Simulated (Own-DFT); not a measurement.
Al₃GaAs₄ (zincblende random alloy, atoms displaced) (calculated)

A calculation, not a measurement: plane-wave PBE density functional theory by an unreviewed code, no spin, of a simulated periodic cell, stress positive in tension, free energy of the whole cell less one offset for each atom, forces on such cells passed a denser k mesh, this cell's mesh not checked; offsets are fitted by least squares, one for each functional and potential file, so energies compare only between cells with the same atoms and settings and are not formation energies; the far tail of each file's local potential was reset to the Coulomb form; each entry is a single point on an unrelaxed cell, so the pressure reflects the starting lattice, mostly measured values, from which strain is counted, and rises with the displacements; printed positions are rounded, which can move forces by about a meV/angstrom; the program is a retired in-house code; no spin-orbit coupling. Program: Own-DFT development build.

Settings shared by all entries: functional PBE; potential files PseudoDojo norm-conserving, scalar-relativistic, standard set; wave cutoff 42 hartree; occupations Fermi-Dirac; smearing width 0.1 eV; k mesh 3 x 3 x 3 centred on Gamma.

```yaml
- entry: 1
  formula: Al3GaAs4
  kind: "zincblende random alloy, atoms displaced"
  structure:
    cell_angstrom: [[11.3183, 0.0, 0.0], [0.0, 11.3183, 0.0], [0.0, 0.0, 11.3183]]
    atoms_fractional:
      - [Al, 0.00464, 0.00802, 0.00056]
      - [Al, 0.00076, 0.25112, 0.25237]
      - [Al, 0.25028, 0.0036, 0.25833]
      - [Al, 0.24614, 0.24664, 0.99479]
      - [As, 0.11974, 0.12714, 0.12421]
      - [As, 0.12486, 0.37474, 0.37521]
      - [As, 0.37567, 0.12507, 0.37752]
      - [As, 0.3821, 0.37648, 0.12808]
      - [Al, 0.99487, 0.00093, 0.49605]
      - [Al, 0.00228, 0.2518, 0.74971]
      - [Al, 0.25475, 0.99887, 0.75131]
      - [Al, 0.25454, 0.24948, 0.49799]
      - [As, 0.12864, 0.127, 0.62248]
      - [As, 0.12391, 0.36989, 0.87406]
      - [As, 0.3715, 0.12199, 0.8726]
      - [As, 0.37528, 0.3726, 0.62402]
      - [Al, 0.00125, 0.49645, 0.0018]
      - [Al, 0.99835, 0.74754, 0.24952]
      - [Ga, 0.24781, 0.50087, 0.24923]
      - [Al, 0.24932, 0.75089, 0.99678]
      - [As, 0.12716, 0.62372, 0.12742]
      - [As, 0.12601, 0.87834, 0.37702]
      - [As, 0.37489, 0.62167, 0.3759]
      - [As, 0.37641, 0.8742, 0.12588]
      - [Al, 0.00072, 0.49658, 0.49818]
      - [Al, 0.99895, 0.75009, 0.7545]
      - [Al, 0.24821, 0.49846, 0.7506]
      - [Ga, 0.25155, 0.75345, 0.50361]
      - [As, 0.12332, 0.62501, 0.62573]
      - [As, 0.12579, 0.87253, 0.87379]
      - [As, 0.37327, 0.62469, 0.87755]
      - [As, 0.37816, 0.87095, 0.63163]
      - [Al, 0.49788, 0.99958, 0.99398]
      - [Ga, 0.50182, 0.2521, 0.24982]
      - [Ga, 0.75209, 0.00427, 0.24753]
      - [Ga, 0.75289, 0.25203, 0.00104]
      - [As, 0.62262, 0.12488, 0.12622]
      - [As, 0.62902, 0.38171, 0.37389]
      - [As, 0.87489, 0.12902, 0.3782]
      - [As, 0.87307, 0.3771, 0.12731]
      - [Al, 0.49996, 0.99888, 0.50351]
      - [Al, 0.49705, 0.25089, 0.7524]
      - [Ga, 0.74903, 0.00312, 0.74657]
      - [Al, 0.75149, 0.25101, 0.49992]
      - [As, 0.62524, 0.12588, 0.62457]
      - [As, 0.62354, 0.37672, 0.87155]
      - [As, 0.8726, 0.12402, 0.87619]
      - [As, 0.87753, 0.37121, 0.62179]
      - [Al, 0.49943, 0.50057, 0.99683]
      - [Ga, 0.50196, 0.7517, 0.24846]
      - [Al, 0.75113, 0.50331, 0.25022]
      - [Al, 0.75088, 0.74775, 0.99883]
      - [As, 0.62721, 0.62702, 0.12651]
      - [As, 0.63058, 0.87606, 0.37565]
      - [As, 0.87266, 0.62445, 0.37076]
      - [As, 0.87435, 0.87376, 0.12536]
      - [Al, 0.49803, 0.50443, 0.50562]
      - [Al, 0.49803, 0.74848, 0.7504]
      - [Ga, 0.75291, 0.50292, 0.7526]
      - [Al, 0.74817, 0.75062, 0.50092]
      - [As, 0.62831, 0.62691, 0.62842]
      - [As, 0.62776, 0.87271, 0.87291]
      - [As, 0.87298, 0.62516, 0.87666]
      - [As, 0.87516, 0.87161, 0.62566]
  results:
    "free_energy_of_cell_above_offsets [eV]": "-20.151"
    "pressure [GPa]": 2.97
    "stress_xx [GPa]": -2.97
    "stress_yy [GPa]": -2.97
    "stress_zz [GPa]": -2.97
    "stress_yz [GPa]": 0.02
    "stress_xz [GPa]": -0.4
    "stress_xy [GPa]": 0.09
    force_element: [Al, Al, Al, Al, As, As, As, As, Al, Al, Al, Al, As, As, As, As, Al, Al, Ga, Al, As, As, As, As, Al, Al, Al, Ga, As, As, As, As, Al, Ga, Ga, Ga, As, As, As, As, Al, Al, Ga, Al, As, As, As, As, Al, Ga, Al, Al, As, As, As, As, Al, Al, Ga, Al, As, As, As, As]
    "force_x [eV/angstrom]": [-0.724, -0.298, -0.043, 0.608, 0.978, 0.359, 0.527, -1.057, 0.487, -0.358, -0.828, -0.461, -0.265, 0.066, 0.404, -0.062, -0.026, 0.306, 0.438, 0.078, -0.319, -0.374, -0.038, -0.477, -0.204, -0.018, 0.103, -0.065, -0.082, -0.113, -0.042, -0.162, 0.375, 0.267, 0.009, -0.536, 0.04, -0.477, -0.053, 0.331, 0.169, 0.247, 0.145, -0.548, -0.306, 0.219, 0.425, -0.134, 0.38, -0.01, -0.217, -0.199, -0.259, -0.591, 0.398, 0.441, 0.485, 0.539, -0.012, 0.337, -0.359, -0.271, 0.716, 0.114]
    "force_y [eV/angstrom]": [-1.206, 0.147, -0.234, 0.3, 0.162, -0.156, 0.082, -0.207, -0.111, -0.689, -0.206, 0.184, -0.454, 0.738, 0.47, 0.345, 0.232, 0.377, -0.362, -0.056, 0.307, -0.464, 0.654, 0.465, 0.528, -0.187, 0.028, -0.364, -0.053, 0.684, -0.134, 0.555, -0.254, -0.079, -0.192, -0.067, 0.031, -0.385, -0.146, -0.138, -0.247, -0.221, -0.434, 0.202, 0.373, -0.164, 0.28, 0.49, 0.147, -0.13, -0.109, 0.383, -0.308, 0.254, 0.135, 0.334, -0.335, -0.312, -0.55, -0.202, -0.08, 0.201, -0.209, 0.36]
    "force_z [eV/angstrom]": [-0.294, -0.159, -1.006, 0.888, 0.675, -0.017, -0.074, -0.739, 0.699, -0.215, -0.542, 0.083, 0.167, 0.129, 0.307, 0.242, -0.046, 0.122, 0.166, 0.673, -0.617, -0.118, 0.011, -0.116, 0.006, -0.405, -0.113, -0.256, 0.026, 0.184, -0.411, -0.599, 0.508, 0.485, 0.191, 0.001, -0.573, 0.547, -0.539, 0.046, -0.206, -0.281, 0.166, -0.075, -0.009, 0.339, -0.334, 0.509, 0.476, 0.446, -0.327, 0.331, -0.474, -0.029, 0.881, -0.399, -0.248, 0.489, -0.495, -0.137, -0.154, 0.033, 0.243, -0.059]
- entry: 2
  formula: Al3GaAs4
  kind: "zincblende random alloy, atoms displaced"
  structure:
    cell_angstrom: [[11.3183, 0.0, 0.0], [0.0, 11.3183, 0.0], [0.0, 0.0, 11.3183]]
    atoms_fractional:
      - [Al, 0.99938, 0.00211, 0.99544]
      - [Al, 0.99796, 0.25213, 0.2514]
      - [Al, 0.25363, 0.99882, 0.25057]
      - [Al, 0.25101, 0.24804, 0.99825]
      - [As, 0.12125, 0.12588, 0.12799]
      - [As, 0.12313, 0.37287, 0.37469]
      - [As, 0.37261, 0.12264, 0.37662]
      - [As, 0.38013, 0.37718, 0.12673]
      - [Al, 0.00278, 0.99902, 0.50068]
      - [Al, 0.99814, 0.24695, 0.74664]
      - [Al, 0.24946, 0.00205, 0.74718]
      - [Al, 0.25075, 0.25614, 0.50073]
      - [As, 0.12416, 0.12635, 0.62678]
      - [As, 0.12592, 0.37211, 0.87465]
      - [As, 0.37588, 0.12414, 0.87308]
      - [As, 0.37137, 0.36891, 0.62147]
      - [Ga, 0.00141, 0.49957, 0.99457]
      - [Al, 0.00297, 0.74891, 0.24727]
      - [Al, 0.25298, 0.49997, 0.24857]
      - [Al, 0.24897, 0.74892, 0.00039]
      - [As, 0.12388, 0.62777, 0.12708]
      - [As, 0.12866, 0.87462, 0.3741]
      - [As, 0.37872, 0.62445, 0.37443]
      - [As, 0.37576, 0.87441, 0.12245]
      - [Ga, 0.00362, 0.49734, 0.4931]
      - [Ga, 0.99822, 0.74954, 0.75003]
      - [Al, 0.25525, 0.49219, 0.7544]
      - [Al, 0.2499, 0.7519, 0.50076]
      - [As, 0.12577, 0.62309, 0.62639]
      - [As, 0.12622, 0.8747, 0.87539]
      - [As, 0.37688, 0.62521, 0.8746]
      - [As, 0.3725, 0.87539, 0.6307]
      - [Al, 0.49357, 0.00297, 0.99784]
      - [Ga, 0.50059, 0.25148, 0.25117]
      - [Al, 0.75543, 0.99957, 0.25409]
      - [Al, 0.75085, 0.25137, 0.00455]
      - [As, 0.6264, 0.12328, 0.12564]
      - [As, 0.62832, 0.3734, 0.37821]
      - [As, 0.87435, 0.12414, 0.37342]
      - [As, 0.87454, 0.36901, 0.12519]
      - [Al, 0.50147, 0.99834, 0.499]
      - [Ga, 0.50258, 0.24936, 0.75014]
      - [Ga, 0.74692, 0.9997, 0.75087]
      - [Al, 0.74917, 0.25394, 0.5019]
      - [As, 0.61802, 0.12387, 0.62602]
      - [As, 0.62637, 0.37256, 0.87526]
      - [As, 0.87301, 0.11536, 0.8756]
      - [As, 0.88047, 0.378, 0.62548]
      - [Al, 0.5037, 0.49558, 0.99881]
      - [Ga, 0.49731, 0.74782, 0.24769]
      - [Al, 0.75005, 0.50103, 0.25183]
      - [Al, 0.74724, 0.74853, 0.9972]
      - [As, 0.6235, 0.625, 0.12651]
      - [As, 0.62338, 0.87122, 0.37862]
      - [As, 0.87063, 0.62672, 0.37165]
      - [As, 0.8796, 0.87436, 0.12587]
      - [Al, 0.49655, 0.49761, 0.50561]
      - [Ga, 0.50091, 0.74882, 0.75199]
      - [Al, 0.7498, 0.49354, 0.75182]
      - [Al, 0.74546, 0.7488, 0.50243]
      - [As, 0.6245, 0.62515, 0.62324]
      - [As, 0.63074, 0.87596, 0.87646]
      - [As, 0.87737, 0.6222, 0.87572]
      - [As, 0.8782, 0.87769, 0.62422]
  results:
    "free_energy_of_cell_above_offsets [eV]": "-20.009"
    "pressure [GPa]": 2.98
    "stress_xx [GPa]": -2.97
    "stress_yy [GPa]": -2.97
    "stress_zz [GPa]": -2.99
    "stress_yz [GPa]": 0.04
    "stress_xz [GPa]": -0.19
    "stress_xy [GPa]": 0.16
    force_element: [Al, Al, Al, Al, As, As, As, As, Al, Al, Al, Al, As, As, As, As, Ga, Al, Al, Al, As, As, As, As, Ga, Ga, Al, Al, As, As, As, As, Al, Ga, Al, Al, As, As, As, As, Al, Ga, Ga, Al, As, As, As, As, Al, Ga, Al, Al, As, As, As, As, Al, Ga, Al, Al, As, As, As, As]
    "force_x [eV/angstrom]": [0.426, 0.066, -0.384, 0.002, 0.478, 0.637, 0.237, -0.544, 0.026, -0.192, -0.201, -0.656, 0.294, -0.098, -0.371, 0.746, 0.093, -0.392, -0.274, 0.059, 0.386, -0.271, -0.54, -0.179, -0.398, 0.26, -0.369, 0.16, 0.254, 0.032, -0.077, 0.432, 0.968, 0.178, -0.611, -0.092, -0.206, -0.548, 0.248, 0.176, -0.576, -0.381, 0.138, 0.365, 0.94, 0.078, -0.182, -0.44, -0.19, 0.253, -0.088, 0.656, 0.258, 0.162, 0.564, -0.446, 0.389, 0.23, 0.173, 0.727, -0.022, -1.051, -0.69, -0.622]
    "force_y [eV/angstrom]": [-0.528, -0.456, 0.112, 0.051, -0.109, 0.117, 0.447, -0.37, 0.222, -0.062, -0.142, -1.234, 0.059, -0.263, 0.296, 0.639, -0.208, 0.307, 0.121, 0.004, -0.78, -0.026, -0.118, 0.021, 0.866, -0.007, 0.654, -0.361, -0.242, 0.12, -0.438, -0.045, -0.328, -0.429, -0.499, -0.817, -0.142, 0.518, 0.363, 1.146, -0.192, 0.05, -0.041, -0.656, 0.097, -0.158, 1.493, -0.286, 0.623, 0.302, -0.345, -0.089, -0.245, 0.321, 0.104, 0.01, 0.061, 0.307, 0.711, 0.209, -0.556, -0.017, 0.182, -0.343]
    "force_z [eV/angstrom]": [0.718, -0.013, -0.327, 0.614, -0.281, -0.512, 0.085, -0.417, -0.353, 0.671, 0.417, -0.516, -0.531, -0.09, -0.154, 0.903, 0.765, 0.586, 0.175, -0.111, -0.423, 0.007, 0.403, 0.062, 0.447, -0.062, -0.413, 0.136, -0.059, -0.133, 0.364, -0.622, 0.245, 0.186, -0.419, -0.554, 0.083, -0.107, 0.804, 0.055, 0.209, 0.043, -0.586, 0.349, -0.306, 0.076, -0.215, -0.192, 0.08, 0.149, -0.365, 0.652, -0.373, -0.601, 0.395, -0.358, -0.553, -0.043, -0.319, -0.066, 0.656, 0.032, -0.255, -0.037]
- entry: 3
  formula: Al3GaAs4
  kind: "zincblende random alloy, atoms displaced"
  structure:
    cell_angstrom: [[11.3183, 0.0, 0.0], [0.0, 11.3183, 0.0], [0.0, 0.0, 11.3183]]
    atoms_fractional:
      - [Al, 0.00245, 0.99717, 0.99571]
      - [Al, 0.00057, 0.24713, 0.25597]
      - [Ga, 0.25033, 0.99579, 0.24386]
      - [Ga, 0.24838, 0.24642, 0.00017]
      - [As, 0.12587, 0.12388, 0.12309]
      - [As, 0.12656, 0.37546, 0.37432]
      - [As, 0.37071, 0.12853, 0.372]
      - [As, 0.37805, 0.37384, 0.12316]
      - [Al, 0.99911, 0.99662, 0.5003]
      - [Al, 0.99832, 0.2515, 0.752]
      - [Al, 0.25167, 0.00366, 0.74797]
      - [Al, 0.24937, 0.25018, 0.4977]
      - [As, 0.12679, 0.12739, 0.62345]
      - [As, 0.12424, 0.37205, 0.87639]
      - [As, 0.372, 0.12673, 0.87307]
      - [As, 0.37442, 0.37628, 0.62831]
      - [Ga, 0.0029, 0.49992, 0.99817]
      - [Al, 0.99392, 0.75065, 0.25127]
      - [Al, 0.24885, 0.50321, 0.25099]
      - [Al, 0.24629, 0.74953, 0.0019]
      - [As, 0.12148, 0.62552, 0.12437]
      - [As, 0.12302, 0.87686, 0.37654]
      - [As, 0.3746, 0.62984, 0.37294]
      - [As, 0.37806, 0.87458, 0.12787]
      - [Al, 0.99962, 0.49971, 0.50063]
      - [Al, 0.00176, 0.74568, 0.74873]
      - [Al, 0.24889, 0.49786, 0.74296]
      - [Ga, 0.24982, 0.74772, 0.50054]
      - [As, 0.12595, 0.62427, 0.62577]
      - [As, 0.11933, 0.87115, 0.87259]
      - [As, 0.37613, 0.62703, 0.87675]
      - [As, 0.37164, 0.87629, 0.62277]
      - [Al, 0.49781, 0.00011, 0.00021]
      - [Al, 0.502, 0.24823, 0.24878]
      - [Al, 0.74952, 0.99981, 0.2502]
      - [Ga, 0.74661, 0.24879, 0.00102]
      - [As, 0.62953, 0.12411, 0.1255]
      - [As, 0.62483, 0.37358, 0.3747]
      - [As, 0.87067, 0.12581, 0.37545]
      - [As, 0.87715, 0.37908, 0.12185]
      - [Ga, 0.49866, 0.00166, 0.49978]
      - [Ga, 0.50205, 0.25012, 0.75184]
      - [Al, 0.75025, 0.99651, 0.74743]
      - [Al, 0.7519, 0.25233, 0.49816]
      - [As, 0.62546, 0.1278, 0.62723]
      - [As, 0.62551, 0.37467, 0.87747]
      - [As, 0.87456, 0.12346, 0.87204]
      - [As, 0.87375, 0.37201, 0.62897]
      - [Al, 0.50166, 0.50205, 0.00612]
      - [Al, 0.49937, 0.74942, 0.24941]
      - [Al, 0.7466, 0.49947, 0.24859]
      - [Al, 0.7451, 0.75123, 0.00193]
      - [As, 0.62306, 0.6274, 0.12611]
      - [As, 0.62959, 0.87564, 0.37256]
      - [As, 0.87691, 0.6267, 0.37689]
      - [As, 0.87977, 0.8767, 0.12305]
      - [Al, 0.50419, 0.50048, 0.49466]
      - [Al, 0.49452, 0.74735, 0.74994]
      - [Ga, 0.74937, 0.50284, 0.74911]
      - [Al, 0.74928, 0.7536, 0.49955]
      - [As, 0.62788, 0.62551, 0.62236]
      - [As, 0.62477, 0.87374, 0.87527]
      - [As, 0.87413, 0.62692, 0.87689]
      - [As, 0.87189, 0.8759, 0.62887]
  results:
    "free_energy_of_cell_above_offsets [eV]": "-20.276"
    "pressure [GPa]": 2.93
    "stress_xx [GPa]": -2.9
    "stress_yy [GPa]": -2.95
    "stress_zz [GPa]": -2.94
    "stress_yz [GPa]": 0.16
    "stress_xz [GPa]": 0.36
    "stress_xy [GPa]": 0.15
    force_element: [Al, Al, Ga, Ga, As, As, As, As, Al, Al, Al, Al, As, As, As, As, Ga, Al, Al, Al, As, As, As, As, Al, Al, Al, Ga, As, As, As, As, Al, Al, Al, Ga, As, As, As, As, Ga, Ga, Al, Al, As, As, As, As, Al, Al, Al, Al, As, As, As, As, Al, Al, Ga, Al, As, As, As, As]
    "force_x [eV/angstrom]": [-0.231, -0.13, -0.179, 0.216, -0.463, -0.165, 0.371, -0.452, -0.174, 0.248, -0.539, 0.183, -0.476, 0.291, 0.45, 0.518, -0.229, 0.631, 0.191, 0.266, 0.153, 0.15, 0.123, -0.235, -0.058, -0.573, 0.075, -0.209, -0.221, 0.983, -0.528, 0.34, 0.226, -0.126, 0.487, 0.756, -0.701, 0.105, 0.421, -0.163, 0.082, -0.184, -0.395, -0.272, 0.134, -0.167, -0.108, 0.13, -0.177, 0.297, 0.519, 0.595, 0.23, -0.738, -0.598, -0.707, -0.555, 0.515, 0.085, 0.312, -0.548, -0.387, -0.042, 0.646]
    "force_y [eV/angstrom]": [0.492, 0.313, 0.383, 0.422, -0.144, 0.159, -0.475, 0.096, 0.552, -0.408, -0.439, 0.276, -0.111, 0.36, -0.274, -0.25, 0.08, 0.08, -0.257, 0.19, 0.124, -0.462, -0.555, -0.255, -0.23, 0.169, 0.196, 0.402, -0.112, 0.316, -0.602, -0.156, 0.196, -0.009, -0.081, 0.183, -0.219, -0.037, -0.356, -0.615, 0.164, 0.213, 0.533, -0.095, -0.267, 0.434, -0.067, 0.501, -0.171, 0.334, 0.143, 0.126, -0.097, -0.046, -0.343, -0.025, 0.096, 0.335, -0.246, -0.203, 0.19, 0.118, -0.06, -0.512]
    "force_z [eV/angstrom]": [0.059, -0.722, 0.614, 0.053, 0.234, 0.125, -0.091, 0.387, 0.285, -0.083, 0.125, 0.361, 0.051, -0.365, 0.264, -0.928, -0.155, -0.06, -0.423, -0.169, 0.417, -0.389, 0.199, -0.62, 0.119, 0.007, 1.212, -0.127, -0.337, -0.148, 0.055, 0.226, -0.153, -0.042, -0.323, -0.213, -0.005, -0.244, 0.135, 0.553, -0.213, 0.054, 0.539, 0.417, -0.393, -0.066, 0.293, -0.453, -0.746, 0.281, 0.122, -0.031, 0.21, 0.148, -0.016, 0.092, 0.536, -0.267, 0.311, 0.08, 0.039, -0.253, -0.055, -0.512]
- entry: 4
  formula: Al3GaAs4
  kind: "zincblende random alloy, atoms displaced"
  structure:
    cell_angstrom: [[11.3183, 0.0, 0.0], [0.0, 11.3183, 0.0], [0.0, 0.0, 11.3183]]
    atoms_fractional:
      - [Al, 0.99834, 0.99929, 0.00025]
      - [Ga, 0.00163, 0.24946, 0.24509]
      - [Al, 0.24807, 0.9967, 0.24746]
      - [Al, 0.25265, 0.24974, 0.00338]
      - [As, 0.12538, 0.12324, 0.12665]
      - [As, 0.12454, 0.3764, 0.37568]
      - [As, 0.37826, 0.12245, 0.3702]
      - [As, 0.37147, 0.37766, 0.1203]
      - [Al, 0.99809, 0.99966, 0.50099]
      - [Al, 0.00535, 0.24831, 0.75449]
      - [Al, 0.24794, 0.00209, 0.74835]
      - [Al, 0.25166, 0.25158, 0.49536]
      - [As, 0.12412, 0.12359, 0.62549]
      - [As, 0.12498, 0.37466, 0.87382]
      - [As, 0.37416, 0.12347, 0.87631]
      - [As, 0.37622, 0.37645, 0.62702]
      - [Al, 0.99685, 0.50212, 0.00167]
      - [Al, 0.0011, 0.75284, 0.25316]
      - [Ga, 0.25176, 0.50358, 0.24941]
      - [Al, 0.2518, 0.75415, 0.99794]
      - [As, 0.1289, 0.62739, 0.12501]
      - [As, 0.12533, 0.87493, 0.37749]
      - [As, 0.37358, 0.62246, 0.37414]
      - [As, 0.37178, 0.87791, 0.12664]
      - [Al, 0.99744, 0.49851, 0.50076]
      - [Ga, 0.00391, 0.75316, 0.75231]
      - [Ga, 0.25231, 0.4991, 0.75111]
      - [Al, 0.25035, 0.74681, 0.4992]
      - [As, 0.13078, 0.62717, 0.62449]
      - [As, 0.12607, 0.87278, 0.87846]
      - [As, 0.37504, 0.6221, 0.88036]
      - [As, 0.37493, 0.87359, 0.62567]
      - [Ga, 0.50164, 0.99815, 0.9969]
      - [Al, 0.50165, 0.25097, 0.25035]
      - [Al, 0.74955, 0.99766, 0.25419]
      - [Al, 0.74351, 0.25059, 0.99979]
      - [As, 0.62722, 0.12577, 0.12105]
      - [As, 0.62228, 0.37048, 0.3727]
      - [As, 0.87489, 0.12543, 0.3726]
      - [As, 0.87755, 0.37841, 0.1291]
      - [Al, 0.50246, 0.99623, 0.49945]
      - [Al, 0.50385, 0.24869, 0.74858]
      - [Ga, 0.74789, 0.00307, 0.74996]
      - [Al, 0.75265, 0.2462, 0.49964]
      - [As, 0.62678, 0.12783, 0.62766]
      - [As, 0.6238, 0.37176, 0.86653]
      - [As, 0.87645, 0.12925, 0.87623]
      - [As, 0.8802, 0.37779, 0.62277]
      - [Ga, 0.50466, 0.50206, 0.00239]
      - [Al, 0.49942, 0.74875, 0.25241]
      - [Al, 0.74743, 0.50523, 0.24613]
      - [Al, 0.74811, 0.75017, 0.00589]
      - [As, 0.62747, 0.62416, 0.12404]
      - [As, 0.62298, 0.87488, 0.37111]
      - [As, 0.87608, 0.62607, 0.37394]
      - [As, 0.87313, 0.87427, 0.12914]
      - [Al, 0.49456, 0.49816, 0.50147]
      - [Al, 0.49594, 0.75412, 0.75259]
      - [Ga, 0.74929, 0.50038, 0.7523]
      - [Al, 0.75084, 0.74608, 0.50168]
      - [As, 0.6285, 0.62723, 0.62651]
      - [As, 0.62795, 0.87701, 0.87117]
      - [As, 0.87465, 0.62614, 0.87406]
      - [As, 0.87746, 0.87897, 0.62685]
  results:
    "free_energy_of_cell_above_offsets [eV]": "-20.061"
    "pressure [GPa]": 2.98
    "stress_xx [GPa]": -2.97
    "stress_yy [GPa]": -2.99
    "stress_zz [GPa]": -2.97
    "stress_yz [GPa]": 0.21
    "stress_xz [GPa]": 0.06
    "stress_xy [GPa]": -0.26
    force_element: [Al, Ga, Al, Al, As, As, As, As, Al, Al, Al, Al, As, As, As, As, Al, Al, Ga, Al, As, As, As, As, Al, Ga, Ga, Al, As, As, As, As, Ga, Al, Al, Al, As, As, As, As, Al, Al, Ga, Al, As, As, As, As, Ga, Al, Al, Al, As, As, As, As, Al, Al, Ga, Al, As, As, As, As]
    "force_x [eV/angstrom]": [-0.088, 0.028, -0.042, -0.496, 0.036, 0.025, -0.275, 0.755, 0.19, -0.403, 0.138, 0.095, 0.169, 0.168, 0.124, -0.171, 0.529, 0.164, -0.392, 0.124, -0.504, 0.068, 0.371, 0.719, 0.602, -0.197, -0.175, 0.219, -0.708, -0.025, 0.2, -0.221, -0.037, -0.409, -0.043, 0.882, -0.35, 0.505, 0.223, -0.711, -0.182, -0.979, 0.655, 0.008, -0.164, 0.139, -0.264, -0.583, -0.209, -0.283, 0.381, 0.373, -0.605, 0.337, -0.123, 0.202, 0.884, 0.354, 0.378, 0.213, -0.92, -0.164, -0.077, -0.457]
    "force_y [eV/angstrom]": [0.023, 0.145, 0.371, -0.106, -0.032, -0.017, -0.045, -0.096, 0.249, 0.233, -0.328, -0.313, 0.353, 0.177, 0.256, -0.602, 0.008, -0.315, -0.475, -0.501, 0.229, 0.092, 0.32, -0.521, 0.621, -0.322, 0.119, 0.426, -0.428, 0.721, 0.493, 0.25, 0.082, -0.169, 0.473, 0.483, -0.391, 0.763, -0.17, -0.242, 0.432, -0.181, 0.113, 0.633, -0.445, 0.51, -0.276, -0.777, -0.59, -0.016, -0.756, 0.264, 0.491, -0.418, -0.121, 0.12, 0.203, -0.641, -0.041, 0.658, -0.221, -0.5, 0.233, -0.486]
    "force_z [eV/angstrom]": [0.079, 0.546, 0.604, -0.526, -0.433, -0.282, 0.364, 0.721, -0.214, -0.618, 0.223, 0.319, -0.426, 0.664, -0.294, -0.093, -0.156, -0.295, -0.146, 0.447, -0.124, 0.061, 0.229, -0.301, -0.203, -0.32, 0.095, -0.087, 0.154, -0.262, -0.384, -0.252, 0.229, -0.78, -0.545, -0.101, 0.671, 0.468, 0.116, -0.57, 0.199, 0.018, 0.087, 0.027, -0.727, 1.045, 0.149, 0.648, -0.475, -0.454, 0.865, -0.825, 0.219, 0.657, 0.059, -0.193, -0.114, 0.011, -0.457, -0.174, 0.024, 0.567, 0.342, -0.074]
```
